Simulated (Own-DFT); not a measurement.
# Response to strain: 4H SiC, 72 atoms (C36Si36)

These are calculations, not measurements. They come from Own-DFT, an in-house plane-wave density functional program, since retired, whose code no person has reviewed. Each row is one single-point run on a periodic cell that was not relaxed, without spin or spin-orbit coupling.

Settings of every run: PBE; PseudoDojo norm-conserving scalar-relativistic files; cutoff 42 hartree; 4 x 4 x 3 k mesh centred on Gamma; Fermi-Dirac smearing of 0.1 eV.

Known limits: forces on such cells passed a denser k mesh, each cell not checked; stress not checked against mesh or cutoff.

Unstrained cell vectors in Å: (9.248, 0.000, 0.000); (-4.624, 8.009, 0.000); (0.000, 0.000, 10.068). The unstrained cell has measured lattice constants (interpolated for alloys), not those of this functional. That, the random moves and any unrelaxed bonds set the pressure at no strain. Each run strains this cell uniformly, with the atoms carried along. Every atom was also moved at random, by a Gaussian of width 0.05 Å on each axis. Strain is the symmetric tensor, in per cent. Stress is positive in tension, and the pressure is minus a third of its trace.

| run | e_xx (%) | e_yy (%) | e_zz (%) | e_yz (%) | e_xz (%) | e_xy (%) | s_xx (GPa) | s_yy (GPa) | s_zz (GPa) | s_yz (GPa) | s_xz (GPa) | s_xy (GPa) | P (GPa) | E (meV/atom) |
|---|---|---|---|---|---|---|---|---|---|---|---|---|---|---|
| 1 | 0.12 | -1.40 | 1.06 | 1.05 | -1.55 | -1.82 | -5.79 | -13.68 | 0.52 | 3.73 | -5.52 | -8.06 | 6.32 | 35.0 |
| 2 | 0.16 | -1.82 | -1.29 | -0.84 | 0.91 | 1.82 | -6.77 | -16.52 | -14.23 | -3.03 | 3.35 | 8.74 | 12.51 | 34.9 |
| 3 | 0.38 | 0.71 | 1.08 | -1.64 | -1.03 | -1.55 | -2.02 | -1.38 | 2.14 | -5.38 | -3.73 | -7.34 | 0.42 | 11.2 |
| 4 | -0.62 | 1.95 | 1.67 | -0.76 | 1.79 | 1.46 | -5.19 | 4.92 | 3.99 | -2.76 | 5.53 | 6.93 | -1.24 | 8.1 |
| 5 | 1.21 | 0.71 | -0.64 | 0.02 | 0.77 | -1.83 | 1.18 | 0.23 | -11.45 | -0.39 | 1.77 | -8.94 | 3.35 | 30.3 |
| 6 | 1.71 | 1.71 | -1.97 | 1.14 | -1.42 | 1.50 | 3.35 | 4.75 | -17.88 | 4.03 | -5.29 | 6.38 | 3.26 | 53.5 |
| 7 | -1.40 | -0.64 | -0.85 | 1.35 | -1.36 | 1.28 | -15.08 | -10.97 | -12.88 | 5.01 | -5.66 | 6.86 | 12.98 | 56.1 |
| 8 | -1.33 | 0.91 | 0.40 | -0.79 | -1.67 | -1.95 | -12.09 | -0.97 | -4.00 | -1.95 | -6.34 | -8.90 | 5.69 | 33.2 |
| 9 | 1.52 | 0.27 | -1.92 | 0.49 | -1.14 | -0.57 | 3.23 | -3.25 | -17.53 | 1.64 | -3.97 | -2.49 | 5.85 | 26.7 |
| 10 | 1.82 | 1.98 | -0.77 | -1.10 | 1.02 | -0.79 | 6.40 | 5.83 | -9.36 | -3.72 | 3.64 | -2.75 | -0.96 | 26.2 |
| 11 | 0.24 | -0.90 | -1.21 | -0.36 | -1.11 | 1.59 | -5.85 | -9.92 | -13.68 | -2.31 | -3.08 | 8.14 | 9.81 | 29.0 |
| 12 | -0.37 | -1.25 | 0.37 | -0.26 | 0.73 | 1.95 | -9.04 | -11.68 | -3.39 | -0.23 | 3.61 | 9.54 | 8.03 | 25.3 |
| 13 | 0.52 | 0.38 | 0.25 | -0.18 | -1.83 | 0.59 | -0.42 | -1.44 | -6.39 | -0.08 | -5.85 | 3.31 | 2.75 | 19.5 |
| 14 | -1.74 | 0.63 | 0.49 | 1.08 | 1.76 | 1.12 | -14.24 | -2.83 | -3.86 | 3.97 | 5.75 | 3.87 | 6.98 | 30.1 |
| 15 | 0.43 | 0.42 | 0.35 | -0.80 | -0.87 | 0.29 | -2.65 | -1.66 | -4.09 | -2.71 | -2.31 | 1.12 | 2.80 | 14.4 |
| 16 | 0.08 | 0.71 | 0.34 | -0.56 | 0.92 | -1.04 | -4.62 | -0.11 | -2.35 | -1.55 | 3.22 | -3.35 | 2.36 | 0.0 |
| 17 | -0.20 | -1.40 | -0.30 | -0.39 | 1.01 | 0.72 | ? | ? | ? | ? | ? | ? | ? | ? |

E is the free energy for each atom above the lowest run shown.

## Worked fit

Each stress component was fitted by least squares to a constant and the strains of the runs shown, as fractions, with shears doubled. Shear strains stay in the fit of a normal stress only where such slopes are resolved. The slopes, in GPa:

| stress | at no strain | per e_xx | per e_yy | per e_zz | scatter |
|---|---|---|---|---|---|
| s_xx | -5.5 | 575 ± 23 | 95 ± 18 | 78 ± 22 | 0.77 |
| s_yy | -5.3 | 79 ± 27 | 556 ± 21 | 33 ± 26 | 0.89 |
| s_zz | -6.2 | 49 ± 31 | 4 ± 25 | 646 ± 30 | 1.05 |

Each shear stress against twice its own strain: yz 173 ± 8, xz 169 ± 5, xy 231 ± 8 GPa. These are stiffnesses along x, y and z of the frame in which the cell vectors are given, which need not be the crystal's axes. The atoms are held to the strained lattice; where symmetry lets them move under strain, relaxing them would lower some slopes. The table should be nearly symmetric about its diagonal, and what it lacks of that shows the noise. A ninth of its sum, 235 ± 6 GPa, estimates the bulk modulus near the mean pressure of these runs, 5.1 GPa, so it lies above the value at zero pressure.

## Withheld run

Question: what normal stresses and pressure should run 17 give?

The fit gives s_xx = -8.2, s_yy = -13.3, s_zz = -8.3 and P = 9.9 GPa. The calculation gave -10.04, -11.86, -8.27 and P = 10.06 GPa.
